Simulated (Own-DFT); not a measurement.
## Calculated data, AlN (wurtzite, atoms displaced)

Computed with Own-DFT development build. A calculation, not a measurement: plane-wave PBE density functional theory by an unreviewed code, no spin, of a simulated periodic cell, stress positive in tension, free energy of the whole cell less one offset for each atom, forces on such cells passed a denser k mesh, this cell's mesh not checked; offsets are fitted by least squares, one for each functional and potential file, so energies compare only between cells with the same atoms and settings and are not formation energies; the far tail of each file's local potential was reset to the Coulomb form; each entry is a single point on an unrelaxed cell, so the pressure reflects the starting lattice, mostly measured values (interpolated for alloys), from which strain is counted, and rises with the displacements; printed positions are rounded, which can move forces by about a meV/angstrom; the program, named Own-DFT, is a retired in-house code; no spin-orbit coupling.

Settings shared by all entries: functional PBE; potential files PseudoDojo norm-conserving, scalar-relativistic, standard set; wave cutoff 42 hartree; occupations Fermi-Dirac; smearing width 0.1 eV; hardware one NVIDIA H100; k mesh 2 x 2 x 2 centred on Gamma.

(1) AlN (wurtzite, atoms displaced)

```
AlN
1.0
     12.4480     0.0000     0.0000
     -6.2240    10.7803     0.0000
      0.0000     0.0000     9.9640
Al N Al N Al N Al N Al N Al N Al N Al N Al N Al N Al N Al N Al N Al N Al N Al N Al N Al N Al N Al N Al N Al N Al N Al N Al N Al N Al N Al N Al N Al N Al N Al N
2 2 2 2 2 2 2 2 2 2 2 2 2 2 2 2 2 2 2 2 2 2 2 2 2 2 2 2 2 2 2 2 2 2 2 2 2 2 2 2 2 2 2 2 2 2 2 2 2 2 2 2 2 2 2 2 2 2 2 2 2 2 2 2
Direct
  0.07800 0.16455 0.99203
  0.16801 0.09552 0.25856
  0.08766 0.16623 0.19569
  0.17980 0.09157 0.42480
  0.08782 0.17344 0.49241
  0.16179 0.07868 0.75932
  0.08179 0.17304 0.70530
  0.16716 0.09523 0.93796
  0.08285 0.42009 0.00074
  0.17423 0.34120 0.24794
  0.08854 0.43190 0.20529
  0.16828 0.33960 0.44804
  0.08246 0.41892 0.50863
  0.18676 0.33176 0.75377
  0.10102 0.42458 0.70447
  0.17689 0.32740 0.94005
  0.07409 0.65376 0.99280
  0.16449 0.58932 0.23147
  0.08200 0.65794 0.18063
  0.15994 0.58552 0.45613
  0.07036 0.66345 0.51128
  0.15603 0.58152 0.74698
  0.07701 0.65885 0.68814
  0.15712 0.57317 0.94721
  0.07062 0.90553 0.99543
  0.16519 0.83378 0.24699
  0.09038 0.91449 0.17797
  0.16708 0.84244 0.44132
  0.07040 0.91439 0.49529
  0.16285 0.82492 0.74587
  0.09871 0.93062 0.66799
  0.15107 0.83328 0.95267
  0.33179 0.17137 0.99255
  0.41570 0.07848 0.26440
  0.33596 0.17325 0.17750
  0.42276 0.08722 0.44270
  0.34325 0.17536 0.49825
  0.40093 0.07529 0.75374
  0.33546 0.16517 0.69850
  0.43255 0.08836 0.95077
  0.33225 0.41296 0.00212
  0.40809 0.32417 0.24720
  0.32552 0.41714 0.20421
  0.40614 0.33005 0.44674
  0.33034 0.40774 0.49728
  0.40966 0.32937 0.76078
  0.35435 0.43624 0.68903
  0.41786 0.33737 0.92555
  0.32661 0.66257 0.98651
  0.42057 0.58965 0.25532
  0.33880 0.68253 0.19486
  0.41995 0.58341 0.44160
  0.34251 0.68255 0.51118
  0.42364 0.59113 0.73991
  0.34520 0.67818 0.69087
  0.41809 0.60657 0.95462
  0.31898 0.91006 0.00979
  0.41460 0.82769 0.25023
  0.33018 0.92545 0.19574
  0.40068 0.81963 0.44977
  0.33076 0.91507 0.49709
  0.41743 0.84173 0.73756
  0.32438 0.91230 0.69572
  0.40196 0.83192 0.93788
  0.57844 0.17863 0.99892
  0.66468 0.07727 0.24312
  0.58981 0.17269 0.20427
  0.66948 0.10136 0.43310
  0.59179 0.16495 0.49992
  0.66713 0.07935 0.74106
  0.60335 0.18873 0.69668
  0.65983 0.08044 0.95964
  0.58824 0.42922 0.99572
  0.66042 0.32020 0.24742
  0.56531 0.40982 0.19991
  0.66852 0.33798 0.43206
  0.58246 0.42389 0.51929
  0.66353 0.32694 0.76092
  0.58383 0.42671 0.68928
  0.67034 0.33474 0.93734
  0.57762 0.67075 0.98244
  0.66290 0.59932 0.25462
  0.57103 0.66962 0.16585
  0.64515 0.58298 0.44261
  0.58098 0.66416 0.48909
  0.67008 0.58558 0.77224
  0.58016 0.65565 0.71162
  0.67432 0.58343 0.92962
  0.56749 0.92164 0.00971
  0.65433 0.83857 0.22896
  0.58840 0.91823 0.20168
  0.67196 0.83668 0.44075
  0.57146 0.92462 0.50583
  0.65719 0.81922 0.75459
  0.58209 0.91379 0.70425
  0.65711 0.83972 0.93928
  0.84062 0.16899 0.01812
  0.93028 0.08356 0.24978
  0.84645 0.16774 0.19570
  0.90409 0.06190 0.44529
  0.82972 0.15508 0.51068
  0.90917 0.08767 0.74232
  0.83417 0.17637 0.68306
  0.92487 0.07818 0.94911
  0.83036 0.41346 0.99376
  0.91739 0.34294 0.24087
  0.83070 0.40892 0.17792
  0.91879 0.34162 0.43976
  0.84214 0.41456 0.50266
  0.91627 0.32925 0.73121
  0.83106 0.42641 0.67433
  0.91765 0.33517 0.94446
  0.84115 0.66491 0.01305
  0.92527 0.58066 0.26499
  0.84794 0.67032 0.20089
  0.91684 0.59229 0.43967
  0.84324 0.68117 0.49579
  0.90948 0.56647 0.74423
  0.83249 0.67103 0.71365
  0.92190 0.59426 0.93300
  0.84259 0.91700 0.00801
  0.91827 0.84591 0.23425
  0.81405 0.92143 0.18693
  0.93026 0.83994 0.45302
  0.83829 0.91330 0.50376
  0.93328 0.84205 0.74981
  0.83782 0.91899 0.70148
  0.91589 0.83331 0.92986
```

The calculation gives: free energy of cell above offsets -27.264 eV; pressure 11.39 GPa; stress xx -10.54 GPa; stress yy -13.19 GPa; stress zz -10.45 GPa; stress yz -2.1 GPa; stress xz -0.36 GPa; stress xy 0.54 GPa; wall time 430.7 s.

Force:
```
element  x (eV/Å)  y (eV/Å)  z (eV/Å)
     Al     2.158     1.665     1.569
     Al     3.298    -1.813    -5.236
      N    -1.267     1.831    -1.324
      N    -1.412     -0.64     5.605
     Al     0.141    -1.238     1.342
     Al    -0.079     1.437    -2.059
      N     0.756    -1.378    -2.537
      N     1.557    -2.737     0.708
     Al      1.07    -2.831     0.575
     Al    -3.937    -1.484      1.76
      N     0.958    -4.137    -2.604
      N    -0.728    -1.028    -0.961
     Al     0.804     1.113    -0.648
     Al    -2.072     2.091    -0.438
      N    -1.526    -2.905    -1.364
      N    -2.465     1.136     0.922
     Al     0.343     2.258     1.197
     Al     3.303     1.527     3.789
      N    -2.802     2.508     0.347
      N     0.691     0.748     -0.88
     Al     2.656     1.503    -2.953
     Al     3.139     0.746     0.592
      N    -1.032     1.215     2.174
      N     0.493     2.764     -2.09
     Al    -0.686     3.603     1.024
     Al     0.103    -1.112     0.976
      N    -3.306     1.505     1.681
      N     -0.28    -1.685     -0.35
     Al      8.91     5.578    -0.232
     Al    -1.535     0.782     0.763
      N    -0.508    -1.791     4.634
      N     4.255    -2.098    -3.144
     Al     1.136    -0.547     0.528
     Al    -0.347     2.598    -2.918
      N    -0.159     -2.22     1.478
      N     0.193    -0.882     2.091
     Al    -0.425    -2.223     1.277
     Al     2.835     0.864      1.32
      N    -1.848      0.68    -1.036
      N    -6.391    -3.215    -2.664
     Al      0.51     2.251     1.061
     Al    -0.888      1.71     1.668
      N     3.549     1.678    -2.489
      N     2.854     0.438    -1.341
     Al     -1.16     3.326     1.073
     Al     1.601     1.723    -6.437
      N    -1.336    -4.528    -0.159
      N     0.416     0.615     6.462
     Al    -3.686     3.118     2.267
     Al    -1.506    -0.645    -0.968
      N    -0.242    -5.281    -1.905
      N    -1.892     0.172     0.331
     Al    -0.486    -9.229     0.136
     Al    -2.325     0.249     2.264
      N    -1.438    -0.929     1.289
      N     3.438    -6.107    -3.295
     Al     0.771     1.389    -1.017
     Al    -1.065     4.218      1.55
      N     1.701    -2.068     0.225
      N     0.903      8.59    -3.142
     Al    -1.697      0.48     0.426
     Al    -0.153    -1.182     3.236
      N     0.767     0.964    -1.457
      N     0.052     0.421     0.285
     Al     4.902    -0.297     2.578
     Al     0.734     3.387     0.395
      N    -0.798    -5.659    -2.896
      N     4.326    -4.636     0.253
     Al    -4.661     4.752     1.512
     Al    -1.296     1.586      3.18
      N    -0.143    -8.475    -3.027
      N     0.981     2.501    -1.399
     Al    -0.304    -2.333     1.736
     Al     -0.98     6.309     1.743
      N     3.133     2.607     -2.48
      N     0.114     0.214     2.082
     Al     0.738    -1.029    -5.006
     Al    -1.285     6.391    -1.689
      N     0.956     -1.73     4.611
      N    -1.381     1.503     1.505
     Al     1.536     0.921     0.273
     Al     0.683    -2.323     -0.88
      N     2.319     0.407     3.065
      N     6.649    -1.224    -1.741
     Al    -3.387     3.819     3.208
     Al     0.165    -0.273    -10.07
      N     1.285     2.344    -1.972
      N    -0.435      1.17     10.63
     Al     1.259    -1.585    -1.651
     Al     5.683    -5.154     3.227
      N    -7.772     2.038    -1.833
      N    -1.628    -0.428     -0.08
     Al     2.889    -1.025    -1.011
     Al     1.288     2.252     0.081
      N    -0.079     1.125      -2.8
      N     1.365      0.19     1.115
     Al     -0.89    -1.123    -2.864
     Al    -3.379     -0.26     0.886
      N    -1.038     0.472     1.789
      N     1.043     5.613    -1.114
     Al     -0.18     1.156    -5.177
     Al     2.381    -0.981     2.089
      N     0.141    -3.331     1.769
      N     -4.02     0.285    -1.536
     Al     0.767      1.31     0.334
     Al     1.904    -1.913     1.775
      N    -1.739     1.887     1.282
      N     2.396    -2.476      0.01
     Al    -4.431     0.865    -2.884
     Al     0.483     4.121     2.816
      N     1.199    -4.924     2.707
      N     0.344    -1.004    -1.389
     Al    -1.285     0.442    -1.795
     Al    -0.875    -0.501     -3.27
      N    -2.546     0.369     -0.25
      N     -0.15    -1.345     1.822
     Al    -1.905    -3.103     1.962
     Al    -1.775     5.973     2.165
      N     1.866     0.166    -3.458
      N    -0.488     -3.53    -0.098
     Al    -3.025    -0.316    -2.915
     Al     1.054    -1.164     1.489
      N     5.026    -0.005     0.465
      N    -7.806    -3.102     -4.47
     Al    -1.605    -2.683     1.844
     Al    -1.738    -0.884    -1.403
      N    -0.797    -0.314    -1.277
      N    -0.467    -0.609      3.06
```

(2) AlN (wurtzite, atoms displaced)

```
AlN
1.0
     12.4480     0.0000     0.0000
     -6.2240    10.7803     0.0000
      0.0000     0.0000     9.9640
Al N Al N Al N Al N Al N Al N Al N Al N Al N Al N Al N Al N Al N Al N Al N Al N Al N Al N Al N Al N Al N Al N Al N Al N Al N Al N Al N Al N Al N Al N Al N Al N
2 2 2 2 2 2 2 2 2 2 2 2 2 2 2 2 2 2 2 2 2 2 2 2 2 2 2 2 2 2 2 2 2 2 2 2 2 2 2 2 2 2 2 2 2 2 2 2 2 2 2 2 2 2 2 2 2 2 2 2 2 2 2 2
Direct
  0.06781 0.16785 0.98453
  0.17750 0.08351 0.25908
  0.09483 0.17953 0.19446
  0.15209 0.08268 0.42543
  0.09781 0.17868 0.49523
  0.15807 0.06144 0.75777
  0.06495 0.15625 0.67800
  0.16231 0.06591 0.94136
  0.09301 0.41771 0.00506
  0.17706 0.32832 0.25526
  0.06919 0.41515 0.19960
  0.15195 0.32191 0.44071
  0.09100 0.42097 0.49150
  0.17422 0.33557 0.73971
  0.07622 0.40610 0.68155
  0.17498 0.34300 0.93834
  0.08651 0.67129 0.00317
  0.16309 0.58208 0.25034
  0.08742 0.67106 0.18054
  0.17231 0.58740 0.43305
  0.06979 0.64930 0.49985
  0.17474 0.58802 0.77750
  0.07315 0.65736 0.67636
  0.16780 0.58292 0.95543
  0.09568 0.92804 0.99682
  0.16099 0.82030 0.25390
  0.08161 0.90961 0.18601
  0.17598 0.83135 0.43961
  0.08905 0.91821 0.49230
  0.16702 0.84572 0.74717
  0.08659 0.90864 0.68749
  0.17221 0.83124 0.95120
  0.33393 0.15783 0.01947
  0.40869 0.08249 0.25394
  0.34190 0.16477 0.17666
  0.40880 0.07860 0.44273
  0.33033 0.16869 0.50549
  0.41903 0.08058 0.76381
  0.33626 0.17974 0.69854
  0.41710 0.08885 0.94569
  0.32958 0.41407 0.98492
  0.41629 0.34538 0.24137
  0.32430 0.41103 0.18943
  0.41500 0.33013 0.43081
  0.31932 0.41368 0.52164
  0.42971 0.33324 0.74125
  0.34636 0.41961 0.68016
  0.41103 0.35057 0.94263
  0.32073 0.64805 0.99152
  0.43665 0.59727 0.24928
  0.33806 0.67526 0.18989
  0.42338 0.59187 0.43694
  0.33536 0.67634 0.49607
  0.40344 0.57516 0.75333
  0.33398 0.66052 0.69890
  0.41984 0.59537 0.95772
  0.32768 0.92134 0.00880
  0.40705 0.82328 0.24218
  0.33480 0.91277 0.23289
  0.42298 0.83818 0.45394
  0.33680 0.91772 0.47465
  0.42333 0.83157 0.74826
  0.34320 0.92114 0.69797
  0.42677 0.84275 0.93050
  0.58754 0.16357 0.97396
  0.67150 0.08751 0.24414
  0.58271 0.17154 0.18143
  0.66170 0.08546 0.44140
  0.59128 0.18181 0.49344
  0.67019 0.09366 0.74062
  0.57871 0.17595 0.68332
  0.65735 0.07872 0.94443
  0.58880 0.41170 0.00065
  0.68112 0.34380 0.23172
  0.58877 0.41441 0.19268
  0.68254 0.34782 0.45529
  0.58852 0.41968 0.48984
  0.64782 0.32518 0.74922
  0.59107 0.41060 0.69133
  0.65558 0.33002 0.95437
  0.58494 0.66680 0.00857
  0.66413 0.58015 0.25374
  0.57365 0.66610 0.20396
  0.67758 0.59303 0.44388
  0.57458 0.66370 0.50275
  0.65528 0.57098 0.75240
  0.57592 0.67385 0.70553
  0.66579 0.58990 0.92458
  0.56583 0.90803 0.00209
  0.66803 0.81846 0.24627
  0.60409 0.92722 0.19004
  0.66021 0.82819 0.45153
  0.58524 0.91602 0.50804
  0.66848 0.83565 0.76733
  0.58014 0.91096 0.68027
  0.68923 0.84451 0.94639
  0.83549 0.16907 0.00418
  0.90499 0.09553 0.25635
  0.83016 0.16312 0.19532
  0.91715 0.07726 0.43837
  0.83011 0.15511 0.51512
  0.92635 0.08216 0.74657
  0.82543 0.17084 0.67806
  0.91915 0.09884 0.92228
  0.83215 0.41445 0.98656
  0.93199 0.33713 0.25727
  0.84087 0.41025 0.19103
  0.93330 0.34123 0.45522
  0.83398 0.42361 0.49991
  0.91529 0.33937 0.75619
  0.82920 0.41692 0.70907
  0.92564 0.32648 0.94903
  0.83131 0.68033 0.00513
  0.91644 0.59869 0.25991
  0.81863 0.65426 0.19111
  0.89896 0.56472 0.43021
  0.84139 0.66250 0.50230
  0.90875 0.57023 0.76465
  0.82701 0.65487 0.69361
  0.91820 0.59708 0.93868
  0.84500 0.91535 0.00345
  0.91323 0.84575 0.24161
  0.83482 0.92654 0.16430
  0.91715 0.82472 0.44541
  0.82676 0.90896 0.50087
  0.91750 0.83217 0.74221
  0.82594 0.91521 0.67876
  0.91016 0.83231 0.93147
```

The calculation gives: free energy of cell above offsets -23.139 eV; pressure 12.31 GPa; stress xx -12.81 GPa; stress yy -11.4 GPa; stress zz -12.71 GPa; stress yz 0.08 GPa; stress xz 0.73 GPa; stress xy -0.51 GPa; wall time 415.3 s.

Force:
```
element  x (eV/Å)  y (eV/Å)  z (eV/Å)
     Al     4.268     1.634     2.962
     Al    -1.502     0.053    -5.395
      N    -0.996    -4.199    -2.358
      N     3.214    -0.542     4.753
     Al    -3.045    -6.053     1.249
     Al    -0.185     4.312    -1.202
      N      6.91      3.37    -0.019
      N    -0.789     8.505    -2.144
     Al     -2.13    -1.028     1.404
     Al    -3.284     1.685     0.533
      N       8.6     3.957    -3.554
      N     2.439     5.527    -0.558
     Al    -0.495     0.782     1.622
     Al    -1.895    -1.263     0.799
      N     1.692     2.035     2.097
      N    -1.527    -2.086    -2.072
     Al    -1.502    -1.107    -1.011
     Al     0.771     0.222     -0.97
      N    -0.886    -1.852     2.712
      N     -0.42    -0.244     0.884
     Al     1.229     1.454     -1.12
     Al    -1.911    -0.972    -5.762
      N     0.768     0.576     4.366
      N    -2.741    -1.146    -0.507
     Al    -1.062    -9.023     3.384
     Al    -0.294     2.432     0.225
      N     0.022     0.887      0.89
      N    -3.745    -1.793     0.477
     Al    -0.267    -0.977    -0.242
     Al     6.409     -4.36     1.035
      N    -4.173     1.849     -1.88
      N     -1.66     1.044    -1.963
     Al    -2.096     1.954    -9.859
     Al      3.68     1.034     0.433
      N    -2.353     0.883     9.283
      N    -0.396     3.489    -0.031
     Al     0.886    -0.388    -0.445
     Al    -0.938     0.074    -2.831
      N    -0.588    -4.683    -1.044
      N     0.325    -1.175     0.052
     Al    -2.083     3.767      4.29
     Al     1.991    -1.793     0.403
      N     1.894     3.494    -1.314
      N    -0.538     0.717     1.304
     Al     1.089     1.033    -9.846
     Al    -2.033     1.848     2.513
      N     -0.51    -0.727     6.861
      N     7.668      -4.2    -1.991
     Al     1.344     5.793     3.482
     Al    -10.97    -6.387     2.743
      N    -0.095    -4.704    -1.493
      N    -2.437    -2.422     0.484
     Al     0.722    -1.198     0.809
     Al     3.454     2.001     0.936
      N    -2.369     0.637    -0.596
      N     2.096    -3.155    -2.326
     Al     3.287    -0.112    -0.151
     Al     3.441     3.966     2.793
      N     -2.07     0.917    -4.117
      N     0.005    -0.891    -1.989
     Al     1.086    -0.238     2.601
     Al    -1.212     0.507    -0.873
      N     -1.87    -0.721    -0.653
      N     -4.83    -3.214     0.945
     Al    -2.674     0.983     4.686
     Al    -2.813    -0.089     1.306
      N     0.298    -0.746     0.872
      N     1.085     0.115    -0.003
     Al    -0.363    -2.019    -0.302
     Al    -0.812    -2.355     0.493
      N     0.717     -2.73     1.239
      N     3.579    -0.344    -2.256
     Al    -5.355     3.319     0.808
     Al    -0.051    -2.798      1.58
      N    -2.273     1.372    -0.308
      N    -3.223    -2.418     -2.71
     Al    -0.588     0.316     0.506
     Al      5.65      0.71     2.081
      N    -4.792     2.863    -2.308
      N     4.089    -0.968    -3.579
     Al      0.18     1.015    -1.863
     Al    -0.699     -0.57     1.022
      N     9.807     1.575     -4.99
      N    -1.799    -1.487    -0.253
     Al     2.352      1.16     2.234
     Al     0.132     2.801    -2.729
      N     0.827     -2.64    -1.329
      N     0.632    -1.079     5.428
     Al     6.016     3.027     2.062
     Al    -1.443     5.959     1.462
      N    -1.924    -3.193    -0.296
      N     1.385     0.147    -2.663
     Al    -0.327     0.979    -3.207
     Al    -0.212     0.152    -2.384
      N     1.069     1.711     4.449
      N    -3.656     -2.14     0.727
     Al      -1.4    -1.733     0.009
     Al     6.145    -3.036     0.938
      N    -1.692     3.725    -2.377
      N    -0.676     0.148     0.434
     Al     0.117     1.297    -6.411
     Al    -6.109    -2.499    -0.685
      N     1.294     0.668     6.513
      N    -0.544    -2.584     1.781
     Al     0.807     0.685     2.162
     Al    -7.307    -3.852     2.989
      N    -0.249     2.206      -1.2
      N    -3.708    -1.749    -1.878
     Al     4.197    -3.863     2.912
     Al     1.641    -1.828    -1.231
      N    -0.638    -2.184    -0.847
      N    -1.748     2.365    -1.547
     Al     0.733    -2.809    -1.556
     Al     1.898     -2.61    -3.993
      N     0.347     3.452    -0.849
      N     1.807     5.467     1.075
     Al    -1.943     0.088     1.424
     Al    -0.383     3.714    -2.593
      N     0.198     1.036    -0.535
      N     0.897     -1.25     2.687
     Al    -1.606     2.104    -6.004
     Al     1.499    -0.814     1.277
      N     0.425    -0.341     8.807
      N     -0.04     1.461    -1.407
     Al     0.481     0.445     -1.27
     Al    -1.593    -1.772    -0.415
      N     1.739      0.27     3.113
      N     3.213     1.384    -0.102
```
